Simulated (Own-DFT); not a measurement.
## Calculated data, SiC (4H silicon carbide, atoms displaced)

A calculation, not a measurement: plane-wave PBE density functional theory by an unreviewed code, no spin, of a simulated periodic cell, stress positive in tension, free energy of the whole cell less one offset for each atom, forces on such cells passed a denser k mesh, this cell's mesh not checked; offsets are fitted by least squares, one for each functional and potential file, so energies compare only between cells with the same atoms and settings and are not formation energies; the far tail of each file's local potential was reset to the Coulomb form; each entry is a single point on an unrelaxed cell, so the pressure reflects the starting lattice, mostly measured values (interpolated for alloys), from which strain is counted, and rises with the displacements; printed positions are rounded, which can move forces by about a meV/angstrom; the program, named Own-DFT, is a retired in-house code; no spin-orbit coupling. Program: Own-DFT development build.

```json
{"formula": "SiC", "kind": "4H silicon carbide, atoms displaced", "structure": {"cell_angstrom": [[6.1654, 0.0, 0.0], [-3.0827, 5.3394, 0.0], [0.0, 0.0, 10.0681]], "atoms_fractional": [["Si", 0.98903, 0.97807, 0.39707], ["Si", 0.15952, 0.33938, 0.15317], ["C", 0.00873, 0.97912, 0.0976], ["C", 0.16987, 0.33287, 0.3486], ["Si", 0.98396, 0.47595, 0.39673], ["Si", 0.16321, 0.83905, 0.1479], ["C", 0.99004, 0.47938, 0.09487], ["C", 0.14811, 0.82241, 0.34765], ["Si", 0.49679, 0.99429, 0.39742], ["Si", 0.65408, 0.3173, 0.15601], ["C", 0.4925, 0.99097, 0.09087], ["C", 0.65239, 0.32049, 0.3467], ["Si", 0.50283, 0.49757, 0.41393], ["Si", 0.65672, 0.81468, 0.16243], ["C", 0.48737, 0.47475, 0.08889], ["C", 0.67422, 0.84524, 0.34719], ["Si", 0.97985, 0.97689, 0.91329], ["Si", 0.83234, 0.66494, 0.65889], ["C", 0.00394, 0.99629, 0.58541], ["C", 0.83665, 0.66464, 0.841], ["Si", 0.99231, 0.48869, 0.90643], ["Si", 0.83195, 0.17575, 0.6526], ["C", 0.00313, 0.48762, 0.59473], ["C", 0.85262, 0.18534, 0.84567], ["Si", 0.48437, 0.98873, 0.91263], ["Si", 0.32602, 0.67283, 0.66299], ["C", 0.5025, 0.00509, 0.58841], ["C", 0.32528, 0.65438, 0.8363], ["Si", 0.50341, 0.49408, 0.90412], ["Si", 0.32876, 0.16805, 0.65975], ["C", 0.48993, 0.47236, 0.58849], ["C", 0.34799, 0.1944, 0.8427]]}, "settings": {"functional": "PBE", "potential_files": "PseudoDojo norm-conserving, scalar-relativistic, standard set", "wave_cutoff [hartree]": 42.0, "occupations": "Fermi-Dirac", "smearing_width [eV]": 0.1, "hardware": "one NVIDIA H100", "k_mesh": "5 x 5 x 3 centred on Gamma"}, "results": {"free_energy_of_cell_above_offsets [eV]": "-1.096", "pressure [GPa]": 6.73, "stress_xx [GPa]": -6.09, "stress_yy [GPa]": -6.84, "stress_zz [GPa]": -7.27, "stress_yz [GPa]": -0.54, "stress_xz [GPa]": -1.29, "stress_xy [GPa]": 1.87, "force_element": ["Si", "Si", "C", "C", "Si", "Si", "C", "C", "Si", "Si", "C", "C", "Si", "Si", "C", "C", "Si", "Si", "C", "C", "Si", "Si", "C", "C", "Si", "Si", "C", "C", "Si", "Si", "C", "C"], "force_x [eV/angstrom]": [0.541, 2.474, -6.2, 0.158, 0.532, 3.682, -1.76, 2.741, -1.746, 0.271, 0.979, 0.161, -1.001, 0.551, -0.289, -1.155, 0.765, 0.179, -1.194, -0.319, 0.535, 1.261, -1.435, -1.197, 0.993, 1.398, -0.315, 0.18, -0.862, 0.449, -0.244, -0.136], "force_y [eV/angstrom]": [3.46, -2.342, 2.834, -0.801, 1.789, -3.987, 2.062, -1.158, -0.637, 0.538, -0.736, 0.666, -0.113, 0.097, 1.964, -2.812, 3.24, -0.409, -0.429, -0.387, 1.841, -2.415, 2.281, -4.826, 1.409, -0.492, -0.875, 1.328, 2.345, -1.685, 3.827, -5.576], "force_z [eV/angstrom]": [2.602, 1.607, -1.547, -1.951, 2.327, 3.527, -0.926, -2.464, 2.481, 0.346, 1.564, -1.792, -1.661, -1.362, 0.845, -1.224, -1.452, -2.357, 1.48, 1.199, 0.351, 0.64, -1.128, -0.401, -3.296, -4.014, 0.899, 3.907, 0.283, -1.214, 2.403, 0.327], "wall_time [s]": 129.7}}
```
